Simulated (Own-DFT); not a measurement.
## Calculated data, SiC (4H silicon carbide, atoms displaced)

All values are calculated (Own-DFT development build). A calculation, not a measurement: plane-wave PBE density functional theory by an unreviewed code, no spin, of a simulated periodic cell, stress positive in tension, free energy of the whole cell less one offset for each atom, forces on such cells passed a denser k mesh, this cell's mesh not checked; offsets are fitted by least squares, one for each functional and potential file, so energies compare only between cells with the same atoms and settings and are not formation energies; the far tail of each file's local potential was reset to the Coulomb form; each entry is a single point on an unrelaxed cell, so the pressure reflects the starting lattice, mostly measured values (interpolated for alloys), from which strain is counted, and rises with the displacements; printed positions are rounded, which can move forces by about a meV/angstrom; the program, named Own-DFT, is a retired in-house code; no spin-orbit coupling.

Settings shared by all entries: functional PBE; potential files PseudoDojo norm-conserving, scalar-relativistic, standard set; wave cutoff 42 hartree; occupations Fermi-Dirac; smearing width 0.1 eV; hardware one NVIDIA H100; k mesh 5 x 5 x 3 centred on Gamma.

(1) 
```cif
# cell vector a (Å): 6.1654 0.0000 0.0000
# cell vector b (Å): -3.0827 5.3394 0.0000
# cell vector c (Å): 0.0000 0.0000 10.0681
data_SiC
_symmetry_space_group_name_H-M 'P 1'
_symmetry_Int_Tables_number 1
_cell_length_a 6.1654
_cell_length_b 6.1654
_cell_length_c 10.0681
_cell_angle_alpha 90.000
_cell_angle_beta 90.000
_cell_angle_gamma 120.000
_cell_volume 331.44
loop_
_atom_site_label
_atom_site_type_symbol
_atom_site_fract_x
_atom_site_fract_y
_atom_site_fract_z
_atom_site_occupancy
Si1 Si 0.00268 0.00202 0.40519 1
Si2 Si 0.16633 0.33333 0.15661 1
C1 C 0.99586 0.99837 0.09751 1
C2 C 0.17407 0.34343 0.34413 1
Si3 Si 0.99555 0.49105 0.40694 1
Si4 Si 0.16040 0.82931 0.15861 1
C3 C 0.00467 0.50401 0.09415 1
C4 C 0.16921 0.82637 0.34232 1
Si5 Si 0.49713 0.99092 0.40088 1
Si6 Si 0.67322 0.33054 0.15531 1
C5 C 0.49700 0.99406 0.09468 1
C6 C 0.65464 0.33011 0.34417 1
Si7 Si 0.49735 0.49157 0.40741 1
Si8 Si 0.66696 0.83929 0.16055 1
C7 C 0.50902 0.50064 0.09420 1
C8 C 0.67768 0.84009 0.34169 1
Si9 Si 0.00323 0.00199 0.90295 1
Si10 Si 0.83719 0.66556 0.65588 1
C9 C 0.99985 0.99824 0.59186 1
C10 C 0.83592 0.67023 0.84584 1
Si11 Si 0.00175 0.49652 0.90484 1
Si12 Si 0.83776 0.16905 0.65898 1
C11 C 0.00295 0.50313 0.59556 1
C12 C 0.83507 0.17405 0.84452 1
Si13 Si 0.49919 0.00302 0.90814 1
Si14 Si 0.33421 0.66631 0.65485 1
C13 C 0.50028 0.00393 0.59132 1
C14 C 0.32911 0.66837 0.84479 1
Si15 Si 0.50372 0.49740 0.90702 1
Si16 Si 0.33419 0.17064 0.65898 1
C15 C 0.50794 0.51204 0.59199 1
C16 C 0.33870 0.15783 0.84238 1
_calc_free_energy_of_cell_above_offsets '-5.028'  # eV
_calc_pressure 3.44  # GPa
_calc_stress_xx -3.63  # GPa
_calc_stress_yy -2.14  # GPa
_calc_stress_zz -4.55  # GPa
_calc_stress_yz -0.57  # GPa
_calc_stress_xz -0.12  # GPa
_calc_stress_xy 0.16  # GPa
_calc_wall_time 123.9  # s
```

Force:
| element | x (eV/Å) | y (eV/Å) | z (eV/Å) |
| --- | --- | --- | --- |
| Si | 0.682 | 0.109 | -0.078 |
| Si | 0.832 | 0.324 | -0.286 |
| C | 0.357 | 0.47 | -0.962 |
| C | -0.326 | -1.296 | 0.11 |
| Si | -0.609 | 0.664 | 0.037 |
| Si | 0.324 | 0.509 | -0.569 |
| C | 0.055 | -0.752 | -0.313 |
| C | -1.003 | -0.035 | 0.654 |
| Si | 0.097 | 0.83 | 1.136 |
| Si | -0.944 | 0.164 | 0.199 |
| C | -0.354 | 0.606 | -0.012 |
| C | 1.819 | -0.469 | -0.245 |
| Si | -0.19 | 1.696 | -0.291 |
| Si | 0.559 | -1.118 | -1.329 |
| C | -0.765 | -0.124 | 0.118 |
| C | -0.56 | -0.985 | 0.994 |
| Si | -0.254 | -0.041 | 1.123 |
| Si | -0.361 | 0.53 | 0.293 |
| C | 0.143 | 0.542 | 0.607 |
| C | 0.116 | -0.457 | -0.539 |
| Si | -0.492 | 1.138 | 0.622 |
| Si | -0.662 | -0.38 | -1.019 |
| C | 0.178 | -0.655 | -0.503 |
| C | 0.418 | -1.156 | 0.152 |
| Si | 1.127 | -1.076 | 0.018 |
| Si | -0.084 | 1.036 | 0.343 |
| C | 0.308 | -0.151 | 0.225 |
| C | 1.271 | -0.287 | -0.177 |
| Si | -0.638 | 0.427 | 0.01 |
| Si | 0.5 | -0.188 | -1.456 |
| C | -0.043 | -1.276 | 0.605 |
| C | -1.502 | 1.397 | 0.534 |

(2) 
```cif
# cell vector a (Å): 6.1654 0.0000 0.0000
# cell vector b (Å): -3.0827 5.3394 0.0000
# cell vector c (Å): 0.0000 0.0000 10.0681
data_SiC
_symmetry_space_group_name_H-M 'P 1'
_symmetry_Int_Tables_number 1
_cell_length_a 6.1654
_cell_length_b 6.1654
_cell_length_c 10.0681
_cell_angle_alpha 90.000
_cell_angle_beta 90.000
_cell_angle_gamma 120.000
_cell_volume 331.44
loop_
_atom_site_label
_atom_site_type_symbol
_atom_site_fract_x
_atom_site_fract_y
_atom_site_fract_z
_atom_site_occupancy
Si1 Si 0.99878 0.99792 0.40070 1
Si2 Si 0.16290 0.33077 0.15451 1
C1 C 0.99271 0.99963 0.09401 1
C2 C 0.17082 0.33691 0.34566 1
Si3 Si 0.99582 0.49590 0.40762 1
Si4 Si 0.16817 0.83204 0.15237 1
C3 C 0.99160 0.50129 0.09535 1
C4 C 0.16695 0.83950 0.34160 1
Si5 Si 0.49964 0.99150 0.40284 1
Si6 Si 0.66941 0.33944 0.15398 1
C5 C 0.50693 0.00358 0.09741 1
C6 C 0.66944 0.33294 0.34050 1
Si7 Si 0.49049 0.49537 0.41012 1
Si8 Si 0.66141 0.83180 0.15692 1
C7 C 0.49113 0.49386 0.09753 1
C8 C 0.66577 0.83283 0.34204 1
Si9 Si 0.99486 0.99537 0.90708 1
Si10 Si 0.84488 0.66579 0.66012 1
C9 C 0.99378 0.00371 0.59381 1
C10 C 0.83986 0.67760 0.84674 1
Si11 Si 0.99217 0.49305 0.90641 1
Si12 Si 0.83650 0.16815 0.65219 1
C11 C 0.99481 0.48753 0.59012 1
C12 C 0.82068 0.16258 0.84053 1
Si13 Si 0.50130 0.99712 0.90644 1
Si14 Si 0.33067 0.66983 0.65713 1
C13 C 0.50426 0.99519 0.59783 1
C14 C 0.33183 0.66629 0.84223 1
Si15 Si 0.50356 0.50523 0.90792 1
Si16 Si 0.33187 0.17249 0.65198 1
C15 C 0.49600 0.49918 0.59190 1
C16 C 0.33883 0.17751 0.84124 1
_calc_free_energy_of_cell_above_offsets '-4.750'  # eV
_calc_pressure 3.7  # GPa
_calc_stress_xx -3.06  # GPa
_calc_stress_yy -3.86  # GPa
_calc_stress_zz -4.18  # GPa
_calc_stress_yz -0.35  # GPa
_calc_stress_xz 0.43  # GPa
_calc_stress_xy -0.47  # GPa
_calc_wall_time 114.5  # s
```

Force:
| element | x (eV/Å) | y (eV/Å) | z (eV/Å) |
| --- | --- | --- | --- |
| Si | -0.334 | 0.405 | 1.022 |
| Si | -0.543 | 0.11 | 0.773 |
| C | 0.652 | -0.29 | -0.178 |
| C | -0.935 | -0.603 | -0.66 |
| Si | -0.021 | 0.587 | -1.282 |
| Si | -0.503 | 0.665 | 0.66 |
| C | 1.4 | -0.022 | -0.928 |
| C | 0.553 | -1.161 | 0.213 |
| Si | -0.59 | 1.173 | 0.726 |
| Si | -0.632 | -0.786 | 0.998 |
| C | -0.863 | -0.23 | -1.229 |
| C | -0.657 | -0.193 | 0.946 |
| Si | 1.632 | 0.566 | -1.166 |
| Si | 0.456 | -0.35 | 0.13 |
| C | 0.35 | 0.867 | -1.086 |
| C | 0.263 | -0.693 | 0.311 |
| Si | 0.264 | 2.188 | -0.333 |
| Si | -1.756 | 0.201 | -1.105 |
| C | 1.705 | -1.063 | -0.717 |
| C | 0.136 | -1.683 | -0.29 |
| Si | 0.443 | 0.461 | -0.061 |
| Si | -0.771 | -0.932 | 1.072 |
| C | -0.007 | 1.867 | 0.931 |
| C | 1.477 | 0.454 | 0.423 |
| Si | -1.314 | 0.365 | -0.155 |
| Si | 0.705 | -0.782 | -0.371 |
| C | -1.369 | 0.665 | -1.542 |
| C | -0.356 | -0.336 | 0.904 |
| Si | -0.403 | -0.426 | -0.303 |
| Si | 0.541 | -0.735 | 0.594 |
| C | 0.668 | 0.733 | 0.959 |
| C | -0.192 | -1.024 | 0.745 |

(3) 
```cif
# cell vector a (Å): 6.1654 0.0000 0.0000
# cell vector b (Å): -3.0827 5.3394 0.0000
# cell vector c (Å): 0.0000 0.0000 10.0681
data_SiC
_symmetry_space_group_name_H-M 'P 1'
_symmetry_Int_Tables_number 1
_cell_length_a 6.1654
_cell_length_b 6.1654
_cell_length_c 10.0681
_cell_angle_alpha 90.000
_cell_angle_beta 90.000
_cell_angle_gamma 120.000
_cell_volume 331.44
loop_
_atom_site_label
_atom_site_type_symbol
_atom_site_fract_x
_atom_site_fract_y
_atom_site_fract_z
_atom_site_occupancy
Si1 Si 0.00328 0.00380 0.40822 1
Si2 Si 0.16043 0.32556 0.15934 1
C1 C 0.00655 0.99629 0.09515 1
C2 C 0.16160 0.32099 0.34581 1
Si3 Si 0.00021 0.49625 0.40455 1
Si4 Si 0.16020 0.83316 0.15483 1
C3 C 0.00050 0.50401 0.09315 1
C4 C 0.17323 0.83742 0.34512 1
Si5 Si 0.50240 0.00577 0.40429 1
Si6 Si 0.66382 0.33867 0.15230 1
C5 C 0.50020 0.00783 0.09392 1
C6 C 0.66417 0.33532 0.34775 1
Si7 Si 0.50690 0.50058 0.40689 1
Si8 Si 0.66136 0.82487 0.15476 1
C7 C 0.50603 0.51204 0.09347 1
C8 C 0.67108 0.83875 0.34417 1
Si9 Si 0.99996 0.99571 0.90593 1
Si10 Si 0.83013 0.66187 0.65430 1
C9 C 0.99762 0.99418 0.59491 1
C10 C 0.83927 0.67691 0.84266 1
Si11 Si 0.00543 0.49809 0.90556 1
Si12 Si 0.83778 0.16069 0.65530 1
C11 C 0.99599 0.49215 0.59241 1
C12 C 0.83438 0.16069 0.84569 1
Si13 Si 0.50467 0.99552 0.91276 1
Si14 Si 0.34192 0.67787 0.65470 1
C13 C 0.49700 0.00850 0.59186 1
C14 C 0.32671 0.67142 0.84445 1
Si15 Si 0.49621 0.50891 0.90315 1
Si16 Si 0.32658 0.16071 0.65846 1
C15 C 0.49886 0.50399 0.59322 1
C16 C 0.34138 0.17719 0.84326 1
_calc_free_energy_of_cell_above_offsets '-4.870'  # eV
_calc_pressure 3.68  # GPa
_calc_stress_xx -2.44  # GPa
_calc_stress_yy -4.74  # GPa
_calc_stress_zz -3.84  # GPa
_calc_stress_yz -0.7  # GPa
_calc_stress_xz 0.2  # GPa
_calc_stress_xy 0.74  # GPa
_calc_wall_time 118.1  # s
```

Force:
| element | x (eV/Å) | y (eV/Å) | z (eV/Å) |
| --- | --- | --- | --- |
| Si | 0.189 | -1.385 | -0.096 |
| Si | 0.247 | 0.774 | -0.535 |
| C | -1.852 | 0.438 | -0.722 |
| C | 0.253 | 1.842 | -0.257 |
| Si | 0.042 | 0.481 | 0.307 |
| Si | 1.56 | -0.083 | 0.921 |
| C | 0.318 | -0.773 | 0.164 |
| C | -0.588 | -0.705 | -0.328 |
| Si | 0.209 | -0.558 | 0.306 |
| Si | 0.518 | 0.046 | 0.913 |
| C | 0.377 | -0.911 | 0.653 |
| C | 0.801 | 0.15 | -1.499 |
| Si | -1.369 | 0.503 | 0.069 |
| Si | 0.085 | 2.394 | 0.9 |
| C | -0.893 | -2.003 | -0.594 |
| C | -0.123 | -0.547 | -0.012 |
| Si | 0.719 | 1.157 | 0.211 |
| Si | 0.326 | -0.148 | 0.312 |
| C | 0.148 | 0.02 | -0.383 |
| C | -0.021 | -1.701 | 0.055 |
| Si | -1.627 | -0.139 | -0.042 |
| Si | -1.242 | 0.435 | 0.379 |
| C | 0.515 | 0.697 | 0.293 |
| C | -0.135 | 0.381 | -0.103 |
| Si | -1.083 | 1.278 | -1.52 |
| Si | -0.972 | -0.774 | -0.204 |
| C | 1.14 | -0.507 | 0.204 |
| C | 1.076 | 0.171 | -0.39 |
| Si | 1.138 | -0.293 | 0.17 |
| Si | 0.192 | 1.229 | -0.219 |
| C | 0.078 | -0.538 | 0.253 |
| C | -0.025 | -0.933 | 0.791 |

(4) 
```cif
# cell vector a (Å): 6.1654 0.0000 0.0000
# cell vector b (Å): -3.0827 5.3394 0.0000
# cell vector c (Å): 0.0000 0.0000 10.0681
data_SiC
_symmetry_space_group_name_H-M 'P 1'
_symmetry_Int_Tables_number 1
_cell_length_a 6.1654
_cell_length_b 6.1654
_cell_length_c 10.0681
_cell_angle_alpha 90.000
_cell_angle_beta 90.000
_cell_angle_gamma 120.000
_cell_volume 331.44
loop_
_atom_site_label
_atom_site_type_symbol
_atom_site_fract_x
_atom_site_fract_y
_atom_site_fract_z
_atom_site_occupancy
Si1 Si 0.00105 0.00262 0.41093 1
Si2 Si 0.17162 0.33371 0.16081 1
C1 C 0.99918 0.99839 0.09420 1
C2 C 0.16065 0.33466 0.34517 1
Si3 Si 0.01037 0.50811 0.40606 1
Si4 Si 0.16897 0.83650 0.15956 1
C3 C 0.00082 0.50127 0.09237 1
C4 C 0.16676 0.82796 0.34306 1
Si5 Si 0.50455 0.00281 0.40681 1
Si6 Si 0.66069 0.33007 0.15130 1
C5 C 0.50055 0.99925 0.09848 1
C6 C 0.67083 0.33582 0.34370 1
Si7 Si 0.50664 0.49504 0.39846 1
Si8 Si 0.66726 0.83803 0.15717 1
C7 C 0.49607 0.50124 0.09456 1
C8 C 0.67311 0.83672 0.34025 1
Si9 Si 0.98853 0.99725 0.90659 1
Si10 Si 0.82459 0.66251 0.65300 1
C9 C 0.99329 0.99813 0.59492 1
C10 C 0.82945 0.66492 0.84308 1
Si11 Si 0.99203 0.49517 0.90412 1
Si12 Si 0.83880 0.16240 0.65481 1
C11 C 0.00459 0.50303 0.59563 1
C12 C 0.82766 0.16996 0.84726 1
Si13 Si 0.49604 0.00944 0.90728 1
Si14 Si 0.32783 0.66339 0.65268 1
C13 C 0.49794 0.99805 0.59241 1
C14 C 0.33451 0.66225 0.84873 1
Si15 Si 0.50635 0.50103 0.90749 1
Si16 Si 0.33551 0.16228 0.65471 1
C15 C 0.50483 0.50708 0.58928 1
C16 C 0.32684 0.16448 0.84885 1
_calc_free_energy_of_cell_above_offsets '-4.881'  # eV
_calc_pressure 3.58  # GPa
_calc_stress_xx -4.08  # GPa
_calc_stress_yy -3  # GPa
_calc_stress_zz -3.67  # GPa
_calc_stress_yz -0.01  # GPa
_calc_stress_xz 0.32  # GPa
_calc_stress_xy 0.47  # GPa
_calc_wall_time 119.9  # s
```

Force:
| element | x (eV/Å) | y (eV/Å) | z (eV/Å) |
| --- | --- | --- | --- |
| Si | 0.121 | -0.385 | -1.372 |
| Si | -1.367 | -0.216 | -1.351 |
| C | 0.013 | 0.296 | 0.141 |
| C | 1.561 | -0.281 | 0.297 |
| Si | -1.032 | -0.913 | 0.325 |
| Si | -0.375 | -0.795 | -1.091 |
| C | -0.135 | -0.19 | 0.382 |
| C | -0.188 | 1.593 | 0.955 |
| Si | 0.033 | -0.294 | -0.659 |
| Si | 0.913 | 0.925 | 1.05 |
| C | -0.535 | 0.174 | -1.035 |
| C | 0.621 | -0.472 | -0.394 |
| Si | -1.273 | 1.001 | 1.014 |
| Si | 0.636 | -0.347 | -0.385 |
| C | 0.663 | 0.144 | 0.128 |
| C | -0.296 | -0.295 | 1.208 |
| Si | 0.682 | 0.246 | 0.367 |
| Si | 0.859 | 0.2 | 0.765 |
| C | 1.493 | -0.204 | -0.018 |
| C | 0.22 | 0.24 | -0.312 |
| Si | 1.119 | 1.229 | 0.719 |
| Si | -1.813 | 0.857 | 0.848 |
| C | -0.902 | -0.707 | -0.704 |
| C | 0.248 | -0.786 | -1.042 |
| Si | 0.666 | -1.919 | 0.358 |
| Si | 1.116 | 0.496 | 1.494 |
| C | 0.572 | 0.11 | 0.164 |
| C | -0.629 | 0.703 | -1.094 |
| Si | -1.431 | -0.226 | -0.01 |
| Si | -0.665 | 0.886 | 0.596 |
| C | -0.593 | -1.412 | -0.181 |
| C | -0.301 | 0.343 | -1.162 |

(5) 
```cif
# cell vector a (Å): 6.1654 0.0000 0.0000
# cell vector b (Å): -3.0827 5.3394 0.0000
# cell vector c (Å): 0.0000 0.0000 10.0681
data_SiC
_symmetry_space_group_name_H-M 'P 1'
_symmetry_Int_Tables_number 1
_cell_length_a 6.1654
_cell_length_b 6.1654
_cell_length_c 10.0681
_cell_angle_alpha 90.000
_cell_angle_beta 90.000
_cell_angle_gamma 120.000
_cell_volume 331.44
loop_
_atom_site_label
_atom_site_type_symbol
_atom_site_fract_x
_atom_site_fract_y
_atom_site_fract_z
_atom_site_occupancy
Si1 Si 0.00264 0.00586 0.40683 1
Si2 Si 0.16727 0.33039 0.15517 1
C1 C 0.00440 0.99813 0.09950 1
C2 C 0.16677 0.33708 0.34881 1
Si3 Si 0.00207 0.50448 0.40654 1
Si4 Si 0.17265 0.84133 0.15518 1
C3 C 0.99677 0.50403 0.09824 1
C4 C 0.17538 0.84594 0.34262 1
Si5 Si 0.49985 0.99824 0.40614 1
Si6 Si 0.66216 0.33052 0.15221 1
C5 C 0.50063 0.01223 0.09753 1
C6 C 0.66850 0.33401 0.34244 1
Si7 Si 0.49112 0.49933 0.40428 1
Si8 Si 0.66339 0.83571 0.15442 1
C7 C 0.50043 0.49358 0.08788 1
C8 C 0.66769 0.83150 0.34501 1
Si9 Si 0.00361 0.99985 0.90631 1
Si10 Si 0.82901 0.67023 0.65811 1
C9 C 0.99866 0.99404 0.59406 1
C10 C 0.83046 0.66549 0.84132 1
Si11 Si 0.00512 0.49828 0.90911 1
Si12 Si 0.83063 0.16903 0.66036 1
C11 C 0.99637 0.50236 0.58992 1
C12 C 0.83882 0.16361 0.84249 1
Si13 Si 0.50524 0.00225 0.90394 1
Si14 Si 0.33024 0.66661 0.65231 1
C13 C 0.50651 0.00481 0.59323 1
C14 C 0.31940 0.65918 0.84709 1
Si15 Si 0.49314 0.48685 0.90656 1
Si16 Si 0.33831 0.17090 0.66016 1
C15 C 0.50055 0.49906 0.59603 1
C16 C 0.32858 0.16266 0.83921 1
_calc_free_energy_of_cell_above_offsets '-4.768'  # eV
_calc_pressure 3.74  # GPa
_calc_stress_xx -3.41  # GPa
_calc_stress_yy -3.19  # GPa
_calc_stress_zz -4.64  # GPa
_calc_stress_yz 0.08  # GPa
_calc_stress_xz -0.12  # GPa
_calc_stress_xy -1.1  # GPa
_calc_wall_time 123.6  # s
```

Force:
| element | x (eV/Å) | y (eV/Å) | z (eV/Å) |
| --- | --- | --- | --- |
| Si | 0.123 | -0.657 | 0.277 |
| Si | -0.439 | 0.693 | 0.731 |
| C | -1.21 | 0.347 | -1.592 |
| C | -0.358 | -0.195 | -1.283 |
| Si | -0.768 | 0.287 | -0.679 |
| Si | -0.061 | -0.966 | 0.957 |
| C | 1.01 | -0.331 | -0.866 |
| C | -0.336 | -0.995 | 0.304 |
| Si | 0.316 | 0.945 | -0.113 |
| Si | 0.482 | 1.476 | 1.772 |
| C | 0.999 | -1.756 | -1.919 |
| C | -0.492 | 0.124 | 0.055 |
| Si | 1.885 | 0.002 | 0.755 |
| Si | 0.51 | -0.439 | 0.465 |
| C | -0.941 | 0.791 | 1.157 |
| C | -0.322 | 0.176 | -0.464 |
| Si | -0.229 | -0.884 | 0.226 |
| Si | 0.742 | -0.394 | -0.77 |
| C | -0.257 | 1.318 | 0.237 |
| C | 0.192 | -0.409 | 1.371 |
| Si | -1.809 | -0.095 | 0.012 |
| Si | 1.126 | 0.021 | -1.746 |
| C | 0.113 | -0.094 | 1.112 |
| C | -0.653 | 0.358 | 1.208 |
| Si | -0.505 | -0.702 | 0.363 |
| Si | -0.064 | -0.031 | 0.793 |
| C | -0.61 | -0.431 | 0.466 |
| C | 2.034 | 1.026 | -0.757 |
| Si | -0.185 | 1.485 | -1.168 |
| Si | -0.513 | -0.755 | -2.055 |
| C | -0.614 | 0.191 | -0.554 |
| C | 0.832 | -0.105 | 1.705 |
